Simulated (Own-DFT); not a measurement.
AlGa3N4 (wurtzite random alloy, strained, atoms displaced) (calculated)

All values are calculated (Own-DFT development build). A calculation, not a measurement: plane-wave PBE density functional theory by an unreviewed code, no spin, of a simulated periodic cell, stress positive in tension, free energy of the whole cell less one offset for each atom, forces on such cells passed a denser k mesh, this cell's mesh not checked; offsets are fitted by least squares, one for each functional and potential file, so energies compare only between cells with the same atoms and settings and are not formation energies; the far tail of each file's local potential was reset to the Coulomb form; each entry is a single point on an unrelaxed cell, so the pressure reflects the starting lattice, mostly measured values, from which strain is counted, and rises with the displacements; printed positions are rounded, which can move forces by about a meV/angstrom; the program is a retired in-house code; no spin-orbit coupling.

Common to all runs: functional PBE; potential files PseudoDojo norm-conserving, scalar-relativistic, standard set; wave cutoff 42 hartree; occupations Fermi-Dirac; smearing width 0.1 eV; k mesh 4 x 4 x 3 centred on Gamma.

(1) AlGa3N4 (wurtzite random alloy, strained, atoms displaced)

```
AlGa3N4
1.0
      9.3428     0.0000     0.0000
     -4.6714     8.0911     0.0000
      0.0000     0.0000    10.2685
Al Ga N Ga N Ga Al N Al N Al Ga N Ga Al N Ga N Ga N Ga N Ga Al N Ga Al N Ga N Ga N Al Ga N Ga N Ga N Ga N Ga N
1 1 2 2 2 1 1 2 2 2 1 1 2 1 1 2 2 2 2 2 2 2 1 1 2 1 1 2 2 2 2 2 1 1 2 2 2 2 2 2 2 2 2
Direct
  0.10897 0.21946 0.99242
  0.22006 0.10528 0.25015
  0.10549 0.22701 0.18736
  0.22299 0.10891 0.44259
  0.11277 0.23104 0.49834
  0.22049 0.11471 0.75141
  0.11013 0.22448 0.69383
  0.22047 0.10779 0.93468
  0.12149 0.55649 0.00394
  0.22528 0.44156 0.25692
  0.11042 0.56027 0.18976
  0.22242 0.44074 0.43681
  0.11150 0.55209 0.49051
  0.22727 0.45041 0.74794
  0.11290 0.54184 0.68944
  0.21767 0.44166 0.93568
  0.12161 0.88323 0.99554
  0.22627 0.78072 0.25362
  0.10894 0.88926 0.19129
  0.21590 0.77476 0.43826
  0.10279 0.89099 0.49948
  0.22369 0.77682 0.75512
  0.11473 0.88440 0.68638
  0.22438 0.77301 0.93959
  0.44551 0.22210 0.00101
  0.55792 0.10567 0.25548
  0.43840 0.22059 0.18768
  0.54935 0.10765 0.43835
  0.44182 0.22521 0.49213
  0.55461 0.11147 0.74610
  0.45831 0.22946 0.68657
  0.55194 0.10745 0.93590
  0.44107 0.55330 0.99721
  0.55676 0.45262 0.25609
  0.44109 0.55416 0.19271
  0.54342 0.43946 0.43651
  0.43354 0.55069 0.49470
  0.55909 0.44079 0.75318
  0.44208 0.56153 0.69073
  0.55673 0.44338 0.93816
  0.44778 0.88054 0.00512
  0.55417 0.78094 0.25217
  0.44901 0.87618 0.18609
  0.56729 0.77827 0.43595
  0.45203 0.88852 0.50282
  0.54788 0.78510 0.75359
  0.45248 0.89743 0.69322
  0.55817 0.77846 0.93910
  0.78055 0.22154 0.99914
  0.88486 0.11062 0.24895
  0.77892 0.22805 0.18770
  0.89035 0.10474 0.43589
  0.80181 0.24088 0.49669
  0.88963 0.10243 0.74518
  0.77633 0.21646 0.69249
  0.89170 0.11142 0.93324
  0.77388 0.54852 0.00647
  0.89156 0.44968 0.24841
  0.77670 0.55414 0.19434
  0.89447 0.43931 0.43513
  0.77668 0.55135 0.50290
  0.88322 0.43639 0.74863
  0.78200 0.55373 0.68952
  0.89670 0.45382 0.94467
  0.77254 0.88282 0.99655
  0.89517 0.78039 0.24889
  0.77610 0.89210 0.19384
  0.88838 0.78141 0.43911
  0.78013 0.88888 0.50115
  0.88553 0.76699 0.74622
  0.77636 0.89534 0.68940
  0.88668 0.78327 0.94060
```

The calculation gives: free energy of cell above offsets 8.467 eV; pressure 15.07 GPa; stress xx -17.09 GPa; stress yy -18.22 GPa; stress zz -9.91 GPa; stress yz 0.01 GPa; stress xz -0.29 GPa; stress xy 0.24 GPa.

Force:
```tsv
element	x (eV/Å)	y (eV/Å)	z (eV/Å)
Al	0.069	-0.047	1.129
Ga	-1.072	1.454	0.217
N	1.275	0.291	-0.805
N	-1.407	0.553	-0.882
Ga	0.667	-2.636	1.24
Ga	1.356	-0.47	-0.905
N	0.758	1.307	-1.265
N	-0.282	-0.433	1.37
Ga	-1.312	-0.609	0.275
Al	-1.017	0.037	-2.065
N	1.921	-0.664	0.705
N	-1.978	1.233	-1.124
Al	0.111	1.077	1.785
Al	0.355	-1.443	0.918
N	-1.508	2.438	-1.514
N	1.246	-0.829	-0.743
Al	-2.553	0.803	0.71
Ga	-0.112	0.004	-0.276
N	1.603	-0.343	-2.248
N	0.997	-0.428	0.798
Ga	1.767	-0.344	0.716
Al	0.23	-0.613	-1.242
N	0.06	0.012	0.925
N	-0.013	0.833	-0.947
Ga	-0.142	-0.556	0.088
Ga	-0.822	0.476	-1.178
N	1.234	0.284	0.507
N	1.992	1.101	0.592
Ga	1.015	-1.202	1.774
Ga	0.368	0.802	1.163
N	-2.131	0.417	-0.373
N	0.563	-0.13	0.537
Ga	0.282	-0.304	0.784
Ga	0.192	-1.302	-1.355
N	-0.735	1.051	-0.266
N	1.503	1.535	0.799
Ga	1.776	1.868	1.966
Al	-0.979	0.946	-0.44
N	1.493	-1.142	-0.209
N	-0.322	0.157	-0.877
Ga	-0.922	1.589	-0.827
Al	2.29	-1.338	0.302
N	-1.713	1.511	0.914
N	-2.119	-0.759	-0.618
Ga	-0.834	-0.269	0.008
Ga	2.534	-1.086	-0.056
N	-2.752	-1.772	-1.207
N	-0.507	-1.15	-0.439
Ga	-0.332	0.158	-0.333
Ga	0.354	0.5	-0.103
N	-0.235	-0.604	0.043
N	-1.127	2.044	0.664
Al	-1.405	-4.761	1.547
Ga	-0.706	2.13	1.393
N	0.499	0.605	-2.392
N	0.14	-0.134	0.76
Ga	0.126	1.428	-0.319
Ga	0.211	-0.667	-0.205
N	-0.498	0.544	-0.286
N	-0.554	2.157	0.215
Ga	-0.426	0.298	-0.768
Ga	1.575	0.424	1.379
N	-1.507	-1.365	-0.518
N	-0.006	-1.02	-0.974
Ga	0.579	1.861	1.48
Ga	-1.787	-0.237	0.339
N	-0.326	-1.514	-0.95
N	0.211	-1.869	-0.357
Ga	-0.206	0.21	0.823
Ga	-0.453	2.43	1.313
N	0.666	-3.264	-0.736
N	2.783	-1.262	-0.376
```

(2) AlGa3N4 (wurtzite random alloy, strained, atoms displaced)

```
AlGa3N4
1.0
      9.3428     0.0000     0.0000
     -4.6714     8.0911     0.0000
      0.0000     0.0000    10.2685
Ga N Ga N Ga Al N Ga N Ga Al N Ga N Ga Al N Al Ga N Al Ga N Ga N Ga N Al Ga N Ga N Ga N Al Ga N Ga N Ga Al N Ga Al N
2 2 2 2 1 1 2 2 2 1 1 2 2 2 1 1 2 1 1 2 1 1 2 2 2 2 2 1 1 2 2 2 2 2 1 1 2 2 2 1 1 2 1 1 2
Direct
  0.11640 0.22150 0.99456
  0.22292 0.11204 0.25476
  0.11327 0.21966 0.18499
  0.23675 0.11672 0.43583
  0.12332 0.22919 0.50216
  0.21962 0.10928 0.75774
  0.11942 0.21145 0.68795
  0.21940 0.11489 0.93734
  0.11212 0.56295 0.00503
  0.23780 0.45370 0.23809
  0.10504 0.55190 0.19074
  0.22385 0.44356 0.43595
  0.11363 0.55243 0.49742
  0.22910 0.45237 0.74792
  0.11688 0.54871 0.67871
  0.21620 0.43341 0.93793
  0.10486 0.89121 0.99941
  0.22607 0.77626 0.25524
  0.10553 0.88563 0.19514
  0.22541 0.77079 0.44344
  0.11011 0.89639 0.50508
  0.21825 0.77409 0.75471
  0.11102 0.89088 0.68914
  0.22517 0.78338 0.93762
  0.44445 0.21997 0.99747
  0.55338 0.10634 0.25424
  0.43094 0.22594 0.18842
  0.56013 0.12192 0.43251
  0.44253 0.21991 0.49759
  0.55999 0.10760 0.75102
  0.44542 0.23010 0.70235
  0.55817 0.10828 0.93638
  0.43948 0.55549 0.00479
  0.55103 0.45198 0.24513
  0.44876 0.55576 0.19210
  0.55531 0.45387 0.44285
  0.44964 0.56105 0.50229
  0.56095 0.44645 0.75085
  0.44633 0.55586 0.68804
  0.56497 0.44918 0.92922
  0.43932 0.88379 0.99283
  0.55790 0.77142 0.24236
  0.44597 0.89413 0.19029
  0.55363 0.78547 0.43997
  0.44982 0.89182 0.49704
  0.55377 0.77814 0.74931
  0.45110 0.89734 0.69110
  0.56363 0.78384 0.94169
  0.77947 0.22483 0.00270
  0.89391 0.11514 0.24833
  0.78006 0.23129 0.20298
  0.87835 0.10441 0.43745
  0.77564 0.22310 0.50375
  0.88956 0.10744 0.75965
  0.78250 0.22232 0.69045
  0.88295 0.10919 0.93473
  0.78432 0.56023 0.00260
  0.88603 0.45146 0.25083
  0.77851 0.56007 0.18940
  0.88656 0.45528 0.43095
  0.77587 0.56063 0.49637
  0.89388 0.44712 0.75773
  0.78124 0.55885 0.69436
  0.88550 0.45204 0.93755
  0.76730 0.88068 0.00258
  0.87696 0.77145 0.24374
  0.78582 0.89401 0.18948
  0.89270 0.78410 0.43676
  0.77445 0.89214 0.50189
  0.89540 0.78207 0.74951
  0.76411 0.88916 0.68854
  0.89293 0.78851 0.93868
```

Results for AlGa3N4 (wurtzite random alloy, strained, atoms displaced): free energy of cell above offsets 9.861 eV; pressure 15.49 GPa; stress xx -18.22 GPa; stress yy -16.67 GPa; stress zz -11.59 GPa; stress yz -0.28 GPa; stress xz -0.17 GPa; stress xy -0.12 GPa.

Force:
```tsv
element	x (eV/Å)	y (eV/Å)	z (eV/Å)
Ga	-2.261	-1.026	1.73
Ga	-1.067	-1.236	-0.656
N	-0.229	1.945	0.077
N	-1.219	-0.497	1.088
Ga	-1.134	-1.37	-0.292
Ga	2.006	-0.115	-0.744
N	-3.009	1.873	-0.194
N	1.862	-1.293	0.619
Ga	0.097	-1.136	-0.357
Al	-3.149	-2.521	2.126
N	2.317	1.373	0.021
N	0.639	0.427	-1.878
Ga	-1.06	-0.445	-0.763
Ga	0.607	-2.147	0.376
N	-1.663	1.005	1.961
N	0.32	3.584	0.256
Ga	1.226	0.748	1.762
Al	-1.141	0.264	0.09
N	0.634	-1.012	-0.461
N	-0.114	2.329	-1.077
Ga	1.136	-0.841	-1.133
Ga	0.591	0.225	-1.964
N	-0.113	-0.824	0.7
N	-1.168	-0.905	0.078
Ga	0.107	0.718	0.182
Al	-0.397	1.664	-0.989
N	3.504	0.125	-0.582
N	-1.093	-1.639	1.16
Al	1.136	1.79	1.539
Ga	-0.91	2.102	0.054
N	0.955	-2.156	-2.945
N	-0.396	0.255	0.885
Al	1.332	-0.351	-1.898
Ga	3.218	-2.483	2.073
N	-2.163	0.877	-3.125
N	0.645	-2.209	-1.212
Ga	-1.367	0.411	0.051
Ga	-0.327	0.763	-0.667
N	0.185	0.484	0.223
N	-1.026	0.849	3.969
Ga	0.99	1.499	1.687
Ga	-0.809	2.975	1.953
N	-0.206	-1.025	-0.356
N	0.433	-0.836	-1.156
Al	-1.418	0.629	0.749
Ga	-0.484	-0.63	0.576
N	-1.104	-2.074	-1.73
N	-2.666	-3.319	-0.514
Ga	-0.149	0.079	0.927
Ga	-0.335	0.545	0.916
N	-0.844	-1.816	-2.265
N	1.451	2.011	-0.047
Ga	0.664	1.097	-0.58
Ga	0.261	0.448	-2.797
N	0.04	0.649	0.049
N	0.677	0.118	2.576
Al	-1.541	0.345	-0.61
Ga	0.548	-0.373	0.388
N	-1.133	0.057	-1.788
N	1.109	-1.039	1.909
Ga	0.624	0.398	1.348
Ga	-0.086	-0.287	-2.036
N	0.747	1.266	-0.98
N	1.061	-0.091	1.58
Ga	2.134	2.408	0.521
Al	1.959	1.836	1.826
N	-0.735	-1.09	-0.419
N	-0.785	-0.01	-0.991
Ga	0.651	-0.595	0.081
Al	-1.697	-0.404	-0.038
N	3.484	-0.096	0.29
N	-0.353	-2.276	-1.151
```

(3) AlGa3N4 (wurtzite random alloy, strained, atoms displaced)

```
AlGa3N4
1.0
      9.3428     0.0000     0.0000
     -4.6714     8.0911     0.0000
      0.0000     0.0000    10.2685
Ga N Ga N Ga N Ga Al N Ga N Al Ga N Ga Al N Ga N Al Ga N Ga N Ga Al N Al Ga N Al Ga N Ga N Al Ga N Ga Al N Ga N Ga N
2 2 2 2 2 2 1 1 2 2 2 1 1 2 1 1 2 2 2 1 1 2 2 2 1 1 2 1 1 2 1 1 2 2 2 1 1 2 1 1 2 2 2 2 2
Direct
  0.12010 0.22666 0.99567
  0.21663 0.11291 0.24584
  0.11241 0.21978 0.19032
  0.22057 0.10254 0.43901
  0.11162 0.22658 0.49995
  0.22466 0.12337 0.75124
  0.12329 0.21892 0.69048
  0.24048 0.11463 0.94776
  0.09869 0.54501 0.99963
  0.21375 0.43935 0.25568
  0.11219 0.56287 0.19667
  0.22160 0.43659 0.43420
  0.12052 0.55745 0.50304
  0.21556 0.44635 0.74886
  0.11122 0.55540 0.68602
  0.22335 0.44811 0.93935
  0.11035 0.88366 0.00137
  0.21756 0.77470 0.25293
  0.10830 0.89365 0.19389
  0.21543 0.76856 0.44026
  0.10715 0.89365 0.50059
  0.22051 0.76891 0.75230
  0.11982 0.89868 0.68437
  0.22508 0.78064 0.94678
  0.44240 0.21074 0.99083
  0.55348 0.10583 0.23833
  0.45094 0.22155 0.17739
  0.54654 0.10552 0.43703
  0.44074 0.21872 0.50561
  0.55118 0.11327 0.75298
  0.44361 0.22504 0.69241
  0.54879 0.10681 0.93879
  0.44026 0.55314 0.99542
  0.56104 0.45449 0.25546
  0.45051 0.55922 0.18354
  0.55626 0.43992 0.43680
  0.45262 0.55864 0.50642
  0.55310 0.44694 0.74998
  0.43932 0.54839 0.68504
  0.55927 0.44545 0.93198
  0.44667 0.89595 0.99603
  0.55595 0.77919 0.25857
  0.44089 0.88421 0.19812
  0.55340 0.78703 0.43576
  0.44358 0.88920 0.50305
  0.55193 0.77683 0.74798
  0.45130 0.89802 0.69603
  0.53648 0.76625 0.94358
  0.78672 0.22273 0.99263
  0.89082 0.11865 0.24619
  0.77315 0.21075 0.19030
  0.89534 0.11683 0.44176
  0.77541 0.23167 0.49673
  0.90152 0.12276 0.74407
  0.77915 0.22058 0.68362
  0.90082 0.12047 0.93210
  0.77150 0.54372 0.00243
  0.88255 0.43531 0.25609
  0.77892 0.55278 0.18932
  0.89297 0.44874 0.43780
  0.78419 0.55216 0.50349
  0.88351 0.44204 0.75098
  0.77682 0.55889 0.68803
  0.88498 0.44323 0.93037
  0.77980 0.88485 0.00200
  0.88306 0.77789 0.24947
  0.78786 0.89239 0.19704
  0.88276 0.77018 0.43818
  0.77327 0.87956 0.50395
  0.88238 0.77814 0.74858
  0.77253 0.89009 0.68936
  0.88731 0.76923 0.94943
```

Questions
1. What stress yy does the calculation give for AlGa3N4 (wurtzite random alloy, strained, atoms displaced) (entry 3)?
2. What pressure does the calculation give for AlGa3N4 (wurtzite random alloy, strained, atoms displaced) (entry 3)?
3. Give the table of force values for AlGa3N4 (wurtzite random alloy, strained, atoms displaced) (entry 3).

Answers
1. -17.4 GPa
2. 15.3 GPa
3. 
Force:
```tsv
element	x (eV/Å)	y (eV/Å)	z (eV/Å)
Ga	0.69	-0.608	1.218
Ga	2.916	0.045	1.094
N	-1.464	1.385	-1.599
N	-0.82	0.958	-0.264
Ga	1.296	-1.623	0.183
Ga	3.393	-3.207	2.053
N	-4.15	3.703	-1.231
N	-5.681	-2.444	-2.675
Ga	0.991	1.88	1.427
Ga	1.269	1.18	-1.846
N	-0.366	-2.893	-1.827
N	0.48	1.873	1.667
Ga	-0.544	-0.866	-0.966
Al	1.43	-0.548	0.437
N	-0.576	-1.738	1.294
N	0.158	-0.008	-1.649
Ga	-0.37	0.938	1.03
Ga	-0.337	1.832	0.469
N	0.594	-1.216	-0.837
N	0.065	2.534	1.048
Al	0.78	-1.577	-0.235
Ga	-0.733	2.314	0.485
N	-0.619	-1.169	0.49
N	-0.323	-1.763	-1.463
Ga	1.859	4.352	2.8
Al	-1.209	0.138	1.74
N	-0.213	0.19	1.623
N	0.807	0.049	-0.7
Ga	0.016	-0.181	-0.915
Ga	0.951	0.637	-0.324
N	0.534	0.269	-0.455
N	4.002	1.47	-0.745
Al	1.068	-0.48	1.434
Ga	-0.245	-1.903	-1.496
N	-1.046	0.548	0.239
N	-0.05	0.561	1.345
Ga	-0.481	-0.299	-2.289
Ga	0.793	-0.135	0.086
N	-1.707	0.69	1.351
N	-0.721	0.4	1.371
Ga	0.239	-1.922	2.308
Al	0.042	-0.172	-2.097
N	1.094	0.519	-1.221
N	0.274	-1.127	1.16
Al	-0.989	0.406	-0.167
Ga	0.016	-0.223	1.316
N	-0.806	-1.788	-2.129
N	2.245	1.139	-1.18
Al	-1.345	-0.566	0.814
Ga	1.531	-1.511	1.872
N	-1.368	1.466	-2.455
N	-1.307	-0.94	-0.36
Ga	0.435	-2.152	-0.076
Ga	-0.73	-1.374	0.047
N	-0.714	1.572	1.1
N	-0.923	-1.115	0.669
Al	-0.469	0.805	0.314
Ga	0.06	0.852	-1.04
N	0.356	-0.046	-1.205
N	0.881	-0.178	0.476
Ga	-1.365	0.36	-0.375
Al	-0.01	0.188	-1.318
N	1.156	-1.05	0.489
N	-0.611	-1.019	0.67
Ga	-1.159	0.176	0.373
Ga	2.197	-0.992	0.726
N	-3.518	0.173	-1.42
N	0.807	0.976	0.556
Ga	-0.126	1.654	-0.924
Ga	1.482	0.754	0.94
N	0.566	0.395	0.365
N	-0.382	-0.549	-1.596
```

Further results for AlGa3N4 (wurtzite random alloy, strained, atoms displaced) (entry 3):

| Quantity | Value |
| --- | --- |
| free energy of cell above offsets | 9.408 eV |
| stress xx | -18.05 GPa |
| stress zz | -10.46 GPa |
| stress yz | 0.38 GPa |
| stress xz | -1.24 GPa |
| stress xy | 1.82 GPa |
